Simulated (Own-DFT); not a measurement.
# Which arrangement is lower? In48P48, 96 atoms

All numbers below are calculated, not measured. They come from Own-DFT, an in-house plane-wave density functional program, since retired, whose code no person has reviewed. Each row is one single-point run on a periodic cell that was not relaxed, without spin or spin-orbit coupling.

Settings of every run: PBE; PseudoDojo norm-conserving scalar-relativistic files; cutoff 36 hartree; 2 x 3 x 3 k mesh centred on Gamma; Fermi-Dirac smearing of 0.1 eV.

Known limits, some of them of some rows only: not probed for a lower state with spin; forces on such cells failed a check on a denser k mesh; forces not confirmed at this smearing and k mesh; stress not checked against mesh or cutoff.

All cells hold the same atoms in the same cell, with vectors in Å (17.606, 0.000, 0.000); (0.000, 11.737, 0.000); (0.000, 0.000, 11.737). Every atom was moved at random from its ideal site; u is the rms move along one axis. The defect's site can differ from row to row. E is the free energy of the cell above the lowest run. The arrangements:

- A: zincblende InP
- B: zincblende InP, with one In on a P site and one P on an In site, 2.5 Å apart

```
arrangement   u (Å)  E (eV)  P (GPa)
          A  0.0194   0.000     3.19
          A  0.0196   0.012     3.20
          A  0.0201   0.047     3.20
          A  0.0485   2.755     3.54
          A  0.0495   2.954     3.57
          A  0.0497   3.002     3.61
          B  0.0289   4.807     3.54
          B  0.0299   4.632     3.50
          B  0.0303   4.927     3.56
          B  0.0470   6.821     3.81
          B  0.0471   6.641     3.79
          B  0.0505   6.820     3.80
```

Question: once the cost of the random moves is taken out, how do the arrangements rank?

## Worked answer

Fit E = a + b u², with one b for all and one a for each arrangement, and with residuals divided by u², since the noise grows with the moves. Then b = 1399 eV/Å², the scatter at u = 0.04 Å is 0.15 eV, and against A:

- B: 4.08 ± 0.06 eV (higher)

These are energies of unrelaxed cells. Relaxing the atoms lowers the strained arrangements most, so the gaps would shrink and small ones could change sign.
